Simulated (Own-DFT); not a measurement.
Simulation results for HfO2 (monoclinic hafnia, atoms displaced)

A calculation, not a measurement: plane-wave density functional theory by an unreviewed code, no spin, of a simulated periodic cell, stress positive in tension, run twice, with PBE and with PBEsol, both on files made for PBE, so the change isn't that of files made for PBEsol, hafnium file: forces about 75 meV/angstrom off all-electron values; oxygen file: force components 24 meV/angstrom off all-electron in one glass; forces on such cells passed a denser k mesh, this cell's mesh not checked; the far tail of each file's local potential was reset to the Coulomb form; each entry is a single point on an unrelaxed cell, so the pressure reflects the starting lattice, mostly measured values (interpolated for alloys), from which strain is counted, and rises with the displacements; printed positions are rounded, which can move forces by about a meV/angstrom; the program, named Own-DFT, is a retired in-house code; no spin-orbit coupling; stress was not checked against mesh or cutoff. Program: Own-DFT development build.

HfO2 (monoclinic hafnia, atoms displaced)

```
HfO2
1.0
     10.2340     0.0000     0.0000
      0.0000    10.3500     0.0000
     -1.6955     0.0000    10.4453
Hf O Hf O Hf O Hf O Hf O Hf O Hf O Hf O
4 8 4 8 4 8 4 8 4 8 4 8 4 8 4 8
Direct
  0.13595 0.01741 0.09821
  0.37562 0.26925 0.14025
  0.35353 0.48004 0.40348
  0.13671 0.21718 0.35363
  0.03520 0.16471 0.16308
  0.47813 0.40769 0.08926
  0.46281 0.33037 0.31860
  0.04028 0.08444 0.42222
  0.22589 0.38400 0.24972
  0.26040 0.12129 0.99707
  0.27127 0.12508 0.26081
  0.21980 0.37063 0.49221
  0.12588 0.01904 0.61001
  0.36155 0.27123 0.65018
  0.36082 0.47454 0.88960
  0.15089 0.23441 0.84645
  0.03593 0.18416 0.67723
  0.45239 0.40242 0.56799
  0.46571 0.33940 0.81871
  0.04108 0.09947 0.92643
  0.21023 0.37569 0.74152
  0.27973 0.11391 0.49511
  0.27895 0.12161 0.75824
  0.21333 0.38045 0.98415
  0.13885 0.52002 0.08659
  0.35941 0.75365 0.14806
  0.36969 0.98208 0.38344
  0.13924 0.72410 0.37527
  0.04568 0.65743 0.17690
  0.47839 0.92196 0.08051
  0.45993 0.81750 0.33635
  0.03723 0.59152 0.42294
  0.21768 0.88676 0.22378
  0.27509 0.62747 0.01154
  0.27994 0.60810 0.24868
  0.21916 0.86607 0.49531
  0.14206 0.51358 0.59083
  0.37381 0.76725 0.64866
  0.36237 0.97743 0.89588
  0.12797 0.72808 0.84950
  0.03265 0.66585 0.67583
  0.47266 0.90363 0.57312
  0.45892 0.83203 0.83801
  0.02858 0.58139 0.92564
  0.22523 0.87006 0.73122
  0.28308 0.64262 0.50710
  0.26990 0.61949 0.75161
  0.22473 0.87116 0.99532
  0.63129 0.01101 0.10788
  0.85559 0.25308 0.13668
  0.85757 0.47938 0.39794
  0.62716 0.24564 0.35256
  0.53248 0.17814 0.16158
  0.96682 0.40925 0.08124
  0.96206 0.34064 0.33397
  0.55232 0.08367 0.43512
  0.73147 0.38209 0.24580
  0.78384 0.12870 0.01506
  0.78313 0.11995 0.25981
  0.73167 0.36757 0.49040
  0.64682 0.02786 0.61697
  0.86563 0.25261 0.64831
  0.87220 0.48550 0.90637
  0.64154 0.23186 0.84971
  0.53582 0.17225 0.67172
  0.95087 0.42258 0.58304
  0.96353 0.33651 0.83510
  0.53919 0.09494 0.93095
  0.71928 0.38742 0.73206
  0.79471 0.13287 0.50667
  0.78392 0.12416 0.76156
  0.72263 0.37765 0.98116
  0.63346 0.51969 0.11514
  0.85780 0.75692 0.14537
  0.87174 0.97861 0.39013
  0.63355 0.71859 0.34819
  0.53910 0.67530 0.17913
  0.96739 0.91269 0.06641
  0.96244 0.82350 0.32307
  0.53344 0.59011 0.41967
  0.72345 0.87918 0.24298
  0.77648 0.62152 0.00945
  0.78022 0.62626 0.26396
  0.73493 0.86949 0.48447
  0.63261 0.52098 0.59913
  0.85295 0.77461 0.64977
  0.85822 0.97382 0.88730
  0.64237 0.73614 0.83865
  0.53420 0.66809 0.67205
  0.96282 0.92754 0.57246
  0.96789 0.82734 0.82923
  0.53573 0.58154 0.91985
  0.72105 0.87811 0.73044
  0.77476 0.63807 0.50798
  0.77196 0.63641 0.74606
  0.72145 0.87308 0.99314
```

* functional: PBE, then PBEsol
* potential files: PseudoDojo norm-conserving, scalar-relativistic, standard set
* wave cutoff: 72 hartree
* occupations: Fermi-Dirac
* smearing width: 0.1 eV
* k mesh: 2 x 2 x 2 centred on Gamma
* PBE pressure: 8.67 GPa
* PBE stress xx: -9.84 GPa
* PBE stress yy: -8.59 GPa
* PBE stress zz: -7.59 GPa
* PBE stress yz: 0.15 GPa
* PBE stress xz: -0.25 GPa
* PBE stress xy: -0.23 GPa
* PBEsol pressure: 2.2 GPa
* PBEsol stress xx: -3.31 GPa
* PBEsol stress yy: -2.16 GPa
* PBEsol stress zz: -1.13 GPa
* PBEsol stress yz: 0.14 GPa
* PBEsol stress xz: 0.1 GPa
* PBEsol stress xy: -0.24 GPa
* rms change of force components from PBE to PBEsol: 0.06 eV/Å

Force:
```
force element  PBE force x (eV/Å)  PBE force y (eV/Å)  PBE force z (eV/Å)  PBEsol force x (eV/Å)  PBEsol force y (eV/Å)  PBEsol force z (eV/Å)
           Hf              -0.519               0.962              -0.275                 -0.493                  0.971                 -0.303
           Hf               -5.99              -0.376               0.412                 -5.786                 -0.317                  0.483
           Hf                0.09              -0.369              -3.883                  0.054                 -0.412                 -3.794
           Hf               0.303               3.327              -1.938                  0.329                  3.192                 -1.915
            O              -0.629                0.44               1.614                 -0.625                  0.429                   1.61
            O              -0.569               1.888              -2.148                 -0.544                  1.839                 -2.103
            O               -1.24                1.64                1.36                 -1.184                  1.561                  1.262
            O              -1.035              -1.326               0.883                 -1.012                 -1.315                  0.912
            O               0.272              -0.695              -0.455                  0.338                 -0.659                 -0.405
            O               3.237               1.513               1.221                   3.09                  1.456                  1.158
            O               1.667              -0.421              -1.037                  1.551                 -0.423                 -0.977
            O              -0.249              -0.562               0.332                 -0.182                 -0.495                  0.336
           Hf               3.272              -0.229              -1.133                  3.196                 -0.221                 -1.167
           Hf              -1.148              -2.212              -1.245                 -1.097                 -2.104                 -1.172
           Hf               0.158               2.625                0.52                  0.145                  2.539                  0.503
           Hf              -3.861               -0.79                3.34                 -3.773                  -0.81                  3.253
            O               2.971              -2.938               -1.16                  2.884                 -2.858                 -1.077
            O               2.631               2.111               0.293                  2.539                  2.078                  0.252
            O              -0.326              -0.215               0.487                 -0.345                 -0.228                  0.425
            O              -2.835              -2.098              -2.166                 -2.737                 -2.072                 -2.068
            O               2.386               1.451              -1.445                  2.391                  1.384                   -1.4
            O              -0.223               1.539               2.186                 -0.279                  1.491                  2.079
            O               0.395              -0.567              -0.501                  0.314                 -0.522                 -0.466
            O               2.655              -1.434              -0.509                  2.635                 -1.371                 -0.535
           Hf              -1.377              -1.278               5.717                 -1.339                 -1.203                  5.569
           Hf              -1.828                2.66               0.532                 -1.826                  2.591                  0.562
           Hf              -0.803              -0.681               1.513                 -0.818                 -0.676                  1.526
           Hf               1.044               3.414               -5.77                  1.012                  3.289                 -5.645
            O               -1.57               1.084              -0.291                 -1.532                  1.066                 -0.258
            O              -4.739              -2.724              -0.305                 -4.594                 -2.625                 -0.366
            O              -0.673               1.069              -0.856                 -0.646                  1.032                 -0.893
            O              -1.648              -2.704               1.611                 -1.572                 -2.644                   1.63
            O               1.735              -1.872               2.783                   1.77                 -1.804                  2.674
            O               1.021              -0.107               -1.99                  0.924                 -0.118                 -1.912
            O               0.616               1.497               1.292                  0.571                  1.483                  1.241
            O               0.336               1.293              -0.298                  0.362                  1.231                  -0.28
           Hf              -3.527               0.844               2.623                 -3.445                  0.849                  2.548
           Hf              -3.482               2.582               -0.83                  -3.42                  2.575                 -0.812
           Hf               -1.01                 0.7               0.786                 -1.003                  0.649                    0.8
           Hf               2.904              -0.463              -0.211                  2.814                  -0.49                 -0.266
            O               -0.27               0.127              -0.651                 -0.257                  0.169                 -0.555
            O               0.814               1.554               0.552                  0.776                  1.513                  0.519
            O               1.915              -0.989              -0.957                  1.867                 -0.963                 -1.002
            O               2.271               2.753              -1.002                  2.232                  2.659                 -0.917
            O              -0.779               1.277               1.323                 -0.712                  1.243                  1.283
            O               0.502              -3.201               0.351                  0.422                 -3.141                  0.336
            O               0.717              -1.472               0.723                  0.645                 -1.444                  0.698
            O               1.204               -0.86              -1.937                  1.228                 -0.815                 -1.878
           Hf               4.441               2.536               0.787                  4.352                  2.492                  0.719
           Hf               2.036               3.512               2.545                  1.989                   3.43                  2.499
           Hf               1.645              -1.028               0.514                  1.594                 -1.098                  0.521
           Hf               3.529              -2.521               0.754                  3.448                 -2.463                  0.709
            O               2.673              -2.333               1.243                  2.586                 -2.242                  1.255
            O              -0.205               0.576              -0.703                 -0.203                  0.594                 -0.787
            O               1.235               -1.14               0.003                  1.173                 -1.101                 -0.011
            O              -0.874               0.241              -1.361                 -0.853                   0.23                 -1.272
            O              -1.619               0.096              -1.111                 -1.562                  0.102                 -1.065
            O              -1.049                -2.1              -3.199                 -1.052                 -2.033                 -3.111
            O              -1.063                0.32              -0.017                 -1.053                  0.321                 -0.031
            O              -2.269               0.518              -0.468                 -2.152                   0.52                 -0.486
           Hf              -1.337              -0.498              -5.069                 -1.307                 -0.443                 -4.992
           Hf              -1.148               5.903              -0.653                  -1.12                  5.794                 -0.638
           Hf              -2.863              -3.904              -1.647                 -2.776                 -3.899                 -1.533
           Hf               0.372                 1.6                1.76                  0.356                  1.537                  1.699
            O               0.446              -0.763               0.292                  0.455                 -0.726                  0.342
            O               2.162                0.61              -0.114                  2.122                  0.592                 -0.195
            O               0.177              -0.385              -0.466                  0.177                 -0.374                 -0.487
            O              -0.544              -0.409              -1.474                 -0.505                 -0.418                   -1.4
            O              -0.391              -0.516               0.176                 -0.361                 -0.513                  0.152
            O              -1.242               -1.18               0.751                 -1.251                 -1.153                  0.786
            O              -1.149              -1.116               0.421                 -1.183                 -1.087                  0.386
            O              -0.931              -1.219               0.863                 -0.858                 -1.197                  0.836
           Hf               2.344              -0.006              -2.503                  2.301                  0.011                 -2.479
           Hf               2.476               1.787               0.472                  2.398                  1.769                  0.512
           Hf              -2.285              -0.562              -0.879                 -2.253                 -0.591                 -0.814
           Hf               2.313               4.605               3.108                  2.249                   4.46                  3.024
            O               0.222               -1.88               -2.72                  0.214                 -1.838                 -2.581
            O              -1.419              -0.791              -0.307                 -1.379                 -0.727                 -0.366
            O               0.253               0.734               0.616                  0.229                  0.698                  0.578
            O              -1.716              -3.166               1.194                 -1.661                 -3.086                  1.208
            O                 0.2              -0.461              -0.771                  0.256                  -0.46                  -0.77
            O              -0.552               1.258               0.194                 -0.567                  1.218                   0.21
            O              -0.414              -1.044              -0.763                 -0.466                 -1.003                 -0.754
            O              -0.635               0.608               0.912                 -0.535                  0.583                  0.915
           Hf               2.087              -0.709               0.316                  2.079                 -0.636                    0.3
           Hf               3.137               -1.67              -4.177                   3.02                  -1.64                 -4.063
           Hf               2.348               1.518               4.439                  2.293                  1.442                   4.39
           Hf               -1.95              -1.894                3.99                 -1.898                 -1.892                  3.847
            O               1.118              -1.595              -0.023                   1.11                  -1.52                  0.025
            O              -0.682              -1.148                1.75                 -0.646                 -1.074                  1.646
            O              -2.228               1.981              -0.383                 -2.191                  1.916                 -0.423
            O              -0.447               0.178                0.24                 -0.444                   0.14                  0.274
            O              -0.456               1.075                1.96                 -0.385                  1.028                   1.92
            O              -0.671              -1.441               0.245                 -0.728                 -1.411                   0.24
            O               -0.28              -1.388               1.533                 -0.345                 -1.283                  1.461
            O               0.416              -0.558              -1.726                  0.462                 -0.527                 -1.691
```
